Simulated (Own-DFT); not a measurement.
# Same atoms, different arrangement: In48P48, 96 atoms

Calculated results; nothing here was measured. The program, named Own-DFT, is a retired in-house plane-wave density functional code that no person has reviewed. Each row is one single-point run on a periodic cell that was not relaxed, without spin or spin-orbit coupling.

Settings of every run: PBE; PseudoDojo norm-conserving scalar-relativistic files; cutoff 36 hartree; 2 x 3 x 3 k mesh centred on Gamma; Fermi-Dirac smearing of 0.1 eV.

Known limits, some of them of some rows only: not probed for a lower state with spin; forces on such cells failed a check on a denser k mesh; forces not confirmed at this smearing and k mesh; stress not checked against mesh or cutoff.

All cells hold the same atoms in the same cell, with vectors in Å (17.606, 0.000, 0.000); (0.000, 11.737, 0.000); (0.000, 0.000, 11.737). Every atom was moved at random from its ideal site; u is the rms move along one axis. The defect's site can differ from row to row. E is the free energy of the cell above the lowest run. The arrangements:

- A: zincblende InP
- B: zincblende InP, with one In on a P site and one P on an In site, 2.5 Å apart

```
arrangement   u (Å)  E (eV)  P (GPa)
          A  0.0193   0.000     3.20
          A  0.0193   0.010     3.20
          A  0.0205   0.109     3.21
          A  0.0487   2.807     3.57
          A  0.0495   2.584     3.54
          A  0.0516   2.786     3.56
          B  0.0279   4.384     3.48
          B  0.0296   4.648     3.52
          B  0.0309   4.985     3.55
          B  0.0507   6.744     3.78
          B  0.0515   7.477     3.87
          B  0.0549   7.772     3.96
```

Question: once the cost of the random moves is taken out, how do the arrangements rank?

## Worked answer

Fit E = a + b u², with one b for all and one a for each arrangement, and with residuals divided by u², since the noise grows with the moves. Then b = 1350 eV/Å², the scatter at u = 0.04 Å is 0.21 eV, and against A:

- B: 3.98 ± 0.08 eV (higher)

These are energies of unrelaxed cells. Relaxing the atoms lowers the strained arrangements most, so the gaps would shrink and small ones could change sign.
